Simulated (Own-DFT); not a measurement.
Simulation results for InGa3As4 (zincblende random alloy, strained, atoms displaced)

A calculation, not a measurement: plane-wave PBE density functional theory by an unreviewed code, no spin, of a simulated periodic cell, stress positive in tension, free energy of the whole cell less one offset for each atom, forces on such cells passed a denser k mesh, this cell's mesh not checked; offsets are fitted by least squares, one for each functional and potential file, so energies compare only between cells with the same atoms and settings and are not formation energies; the far tail of each file's local potential was reset to the Coulomb form; each entry is a single point on an unrelaxed cell, so the pressure reflects the starting lattice, mostly measured values, from which strain is counted, and rises with the displacements; printed positions are rounded, which can move forces by about a meV/angstrom; the program is a retired in-house code; no spin-orbit coupling. Program: Own-DFT development build.

Common to all runs: functional PBE; potential files PseudoDojo norm-conserving, scalar-relativistic, standard set; wave cutoff 42 hartree; occupations Fermi-Dirac; smearing width 0.1 eV; k mesh 3 x 3 x 3 centred on Gamma.

(1) InGa3As4 (zincblende random alloy, strained, atoms displaced)

```
cell vectors (Å)
  11.3066     0.0000     0.0000
   0.0000    11.3066     0.0000
   0.0000     0.0000    11.6914
atoms (fractions of the cell vectors)
In  0.00148  0.00099  0.99811
Ga  0.99524  0.23768  0.24829
Ga  0.24592  0.99981  0.25126
Ga  0.24920  0.24674  0.00103
As  0.12523  0.12762  0.12454
As  0.12305  0.36679  0.36798
As  0.38223  0.12605  0.37243
As  0.38202  0.38011  0.12745
Ga  0.99808  0.00364  0.50242
In  0.00285  0.25574  0.74715
Ga  0.25104  0.01121  0.74710
Ga  0.25514  0.25384  0.50078
As  0.12681  0.13349  0.62497
As  0.13261  0.37812  0.87859
As  0.37330  0.12805  0.88470
As  0.37001  0.37446  0.62421
Ga  0.99567  0.50376  0.99934
Ga  0.99958  0.74738  0.23937
Ga  0.24952  0.49705  0.24959
Ga  0.25707  0.74853  0.00616
As  0.12387  0.62437  0.12588
As  0.13332  0.86758  0.37435
As  0.36984  0.62290  0.37188
As  0.37751  0.88284  0.12478
Ga  0.00547  0.51036  0.50207
Ga  0.99600  0.75372  0.75456
Ga  0.25281  0.50225  0.74568
Ga  0.25790  0.75370  0.49973
As  0.12375  0.62437  0.62265
As  0.12617  0.88063  0.86747
As  0.37092  0.62694  0.87686
As  0.37177  0.87064  0.62605
Ga  0.49442  0.00154  0.99749
In  0.49430  0.25423  0.25074
Ga  0.75082  0.00425  0.24046
Ga  0.75150  0.24908  0.99471
As  0.62633  0.12694  0.12311
As  0.62645  0.37583  0.37470
As  0.86985  0.12753  0.36508
As  0.87888  0.36463  0.11787
Ga  0.50627  0.00806  0.49791
In  0.49920  0.24818  0.75329
Ga  0.74501  0.00351  0.75225
Ga  0.74830  0.25189  0.49672
As  0.62321  0.11146  0.61562
As  0.61805  0.37805  0.87704
As  0.87248  0.11787  0.87969
As  0.87827  0.36738  0.62413
Ga  0.49249  0.50238  0.99764
In  0.50073  0.74457  0.25530
Ga  0.74925  0.50415  0.24880
Ga  0.75503  0.74796  0.00423
As  0.62404  0.62687  0.13441
As  0.62914  0.87326  0.37544
As  0.86908  0.62681  0.37460
As  0.87924  0.87474  0.12932
Ga  0.50121  0.50027  0.49909
In  0.50490  0.74575  0.75605
In  0.74534  0.49358  0.75199
In  0.74747  0.74617  0.49842
As  0.62868  0.63254  0.61955
As  0.62785  0.87016  0.88013
As  0.87525  0.62794  0.87184
As  0.88278  0.88292  0.62844
```

* free energy of cell above offsets: -21.080 eV
* pressure: 6.27 GPa
* stress xx: -6.87 GPa
* stress yy: -6.68 GPa
* stress zz: -5.24 GPa
* stress yz: 0.34 GPa
* stress xz: -0.09 GPa
* stress xy: -0.07 GPa

Force:
```
element  x (eV/Å)  y (eV/Å)  z (eV/Å)
     In     0.481    -0.787     0.555
     Ga     0.582     1.043    -0.348
     Ga      0.35     0.161      0.03
     Ga     0.093         1     0.656
     As     0.829     0.269     0.884
     As      -0.1     0.538     0.563
     As    -1.942    -1.282     1.483
     As    -2.014       0.8    -1.654
     Ga     0.679     0.107    -0.805
     In     0.079    -0.743     2.041
     Ga     0.073    -0.611     -0.01
     Ga     -0.48    -0.463    -0.817
     As     1.007    -1.264    -1.435
     As     0.133     0.768     0.437
     As    -0.664    -0.958    -0.366
     As     0.441     0.978    -0.468
     Ga     0.465    -0.335    -0.043
     Ga     0.168     -0.04      1.47
     Ga    -0.401    -0.165    -0.048
     Ga    -0.814     0.757    -0.244
     As     0.364    -0.313    -0.436
     As    -1.231      0.56    -0.069
     As    -0.673     -1.09     1.447
     As    -0.605    -0.168    -0.077
     Ga    -0.733    -1.322    -1.017
     Ga     0.717     0.077    -0.557
     Ga    -0.446    -0.025     0.327
     Ga     -0.54    -0.702     0.023
     As     0.537     1.027     0.753
     As     1.272    -1.222    -0.134
     As    -0.676     -0.99     0.476
     As     0.371     1.643    -0.241
     Ga     1.009    -0.222     0.283
     In     1.508    -0.303    -0.226
     Ga    -0.358    -0.661     0.543
     Ga    -0.424    -0.036     0.089
     As     0.079    -0.409    -0.984
     As      0.66     0.923     0.724
     As    -0.106    -0.712     1.296
     As    -0.366     1.017     0.606
     Ga    -1.409     -2.08    -1.032
     In     0.106    -0.536    -1.057
     Ga     0.368    -0.654    -0.013
     Ga      0.13    -0.314      0.14
     As     1.474     1.694     1.204
     As     0.193    -0.327     1.985
     As    -1.448     1.453    -1.479
     As    -1.047     1.484    -2.235
     Ga     0.611     0.338     0.458
     In    -0.727     1.536    -0.019
     Ga     0.548    -1.001    -0.107
     Ga    -0.152    -0.003     0.325
     As     1.114    -1.336    -2.651
     As    -0.346     2.459    -0.553
     As     2.108    -1.143    -1.361
     As    -0.968    -0.399     0.007
     Ga    -0.176      0.11     0.058
     In    -0.467      0.37    -0.624
     In     0.544     0.532    -0.975
     In     1.626      2.01     0.302
     As    -1.714    -2.546     0.762
     As      0.71      1.43     0.869
     As     0.261     0.244     0.912
     As    -0.666    -0.164     0.376
```

(2) InGa3As4 (zincblende random alloy, strained, atoms displaced)

```
cell vectors (Å)
  11.3066     0.0000     0.0000
   0.0000    11.3066     0.0000
   0.0000     0.0000    11.6914
atoms (fractions of the cell vectors)
Ga  0.00293  0.99940  0.99941
Ga  0.99483  0.24889  0.25527
In  0.24648  0.00389  0.25221
In  0.24870  0.24753  0.00742
As  0.12589  0.11329  0.12371
As  0.12703  0.37926  0.37693
As  0.37092  0.11841  0.37796
As  0.37256  0.36626  0.12020
Ga  0.00147  0.99856  0.49697
Ga  0.99976  0.24636  0.74258
Ga  0.25256  0.00276  0.74327
Ga  0.25520  0.25099  0.50199
As  0.12708  0.12368  0.62164
As  0.12684  0.37232  0.87036
As  0.36957  0.12017  0.86905
As  0.37376  0.37675  0.62541
Ga  0.99209  0.49818  0.00512
Ga  0.00789  0.75438  0.25204
Ga  0.24509  0.50601  0.24427
Ga  0.25424  0.74447  0.00127
As  0.12785  0.62445  0.12540
As  0.12145  0.86889  0.37356
As  0.37031  0.63303  0.37590
As  0.38358  0.88161  0.12654
Ga  0.99773  0.50452  0.50074
Ga  0.99024  0.75314  0.75355
Ga  0.24762  0.49923  0.74719
In  0.24865  0.75812  0.50237
As  0.13319  0.62889  0.62644
As  0.12220  0.88147  0.86825
As  0.37489  0.62747  0.87614
As  0.37966  0.87329  0.62969
Ga  0.49300  0.99653  0.99998
Ga  0.49154  0.24827  0.25097
Ga  0.74834  0.99433  0.25174
In  0.75097  0.25601  0.99335
As  0.62517  0.12800  0.11694
As  0.62274  0.37272  0.37448
As  0.87615  0.12364  0.37522
As  0.86448  0.38027  0.12068
Ga  0.50549  0.00668  0.49701
In  0.50372  0.25634  0.75010
Ga  0.75230  0.00373  0.75793
In  0.74887  0.24584  0.50499
As  0.62640  0.12401  0.62860
As  0.62791  0.37287  0.86605
As  0.87200  0.11564  0.88013
As  0.87154  0.36844  0.62382
Ga  0.50209  0.49906  0.00015
Ga  0.49520  0.75316  0.24607
In  0.75003  0.50316  0.24323
Ga  0.75265  0.74947  0.00015
As  0.62858  0.61871  0.12414
As  0.62477  0.87870  0.36999
As  0.87776  0.63538  0.37235
As  0.87842  0.87160  0.12178
In  0.50096  0.49344  0.49978
Ga  0.50126  0.74976  0.75227
Ga  0.74759  0.49455  0.74532
Ga  0.75268  0.75372  0.49621
As  0.62775  0.62805  0.61821
As  0.62187  0.86905  0.87468
As  0.88238  0.61660  0.87580
As  0.87732  0.87523  0.63033
```

* free energy of cell above offsets: -20.469 eV
* pressure: 6.46 GPa
* stress xx: -7.01 GPa
* stress yy: -6.94 GPa
* stress zz: -5.43 GPa
* stress yz: 0.09 GPa
* stress xz: -0.88 GPa
* stress xy: -0.41 GPa

Force:
```
element  x (eV/Å)  y (eV/Å)  z (eV/Å)
     Ga    -0.211    -0.566    -0.116
     Ga     0.572     0.331    -0.737
     In     0.273    -1.573     0.211
     In    -0.915    -0.943    -1.862
     As    -2.604     1.509      -0.1
     As    -0.172    -0.272    -0.244
     As     1.272     1.736     1.079
     As     1.663     2.562     1.968
     Ga    -0.071     -0.12     0.249
     Ga    -0.039    -0.184     0.805
     Ga    -0.273    -0.459     0.115
     Ga    -0.469     0.026    -0.201
     As     -0.06     0.068    -0.362
     As    -1.173     0.579    -0.131
     As     0.568    -0.533     0.519
     As    -1.623    -0.175     0.244
     Ga     1.323    -0.173    -0.364
     Ga     -0.74    -0.612    -0.968
     Ga     0.947    -0.677     0.701
     Ga    -0.333     1.172    -0.073
     As    -0.848     0.332    -0.555
     As    -0.951     1.296     0.192
     As     0.676    -0.945    -1.733
     As    -0.855    -1.288     -0.53
     Ga     0.209     0.071     0.259
     Ga     1.148    -0.597     0.026
     Ga     0.161     0.194     0.444
     In     0.432    -0.033     0.159
     As    -2.117    -0.961     1.061
     As     0.539    -0.707     0.461
     As     0.224    -0.814    -0.337
     As     0.981     1.326     0.145
     Ga     0.903     0.694    -0.893
     Ga     0.648    -0.309    -0.062
     Ga     0.473     0.767    -0.962
     In    -0.105    -0.817     -0.02
     As    -1.017    -1.069     1.462
     As     0.031    -1.077    -1.436
     As     0.187    -1.009     -0.67
     As     3.019    -1.118     0.482
     Ga    -0.131    -0.734     0.568
     In    -1.453    -1.451    -0.392
     Ga     -0.64    -1.023    -0.628
     In    -0.307    -0.123    -1.311
     As    -0.245    -1.874     0.295
     As     0.023     2.791     1.121
     As     1.598     0.456    -0.904
     As     1.562     1.786     0.944
     Ga    -0.143    -0.217    -0.306
     Ga     0.606     -0.65     0.257
     In     0.218    -0.111     2.643
     Ga    -0.043     -0.48    -0.385
     As    -2.086     2.344    -1.551
     As    -0.324    -0.613     0.584
     As     0.458    -0.288     0.551
     As    -0.025     0.233     0.444
     In    -0.459     1.272    -0.457
     Ga      0.15    -0.452    -0.317
     Ga     0.482     0.849    -0.105
     Ga    -0.054     0.426     0.272
     As     0.564     0.538     1.177
     As     0.479     0.623     0.381
     As    -1.223     0.532    -0.368
     As    -0.677     0.532    -0.743
```
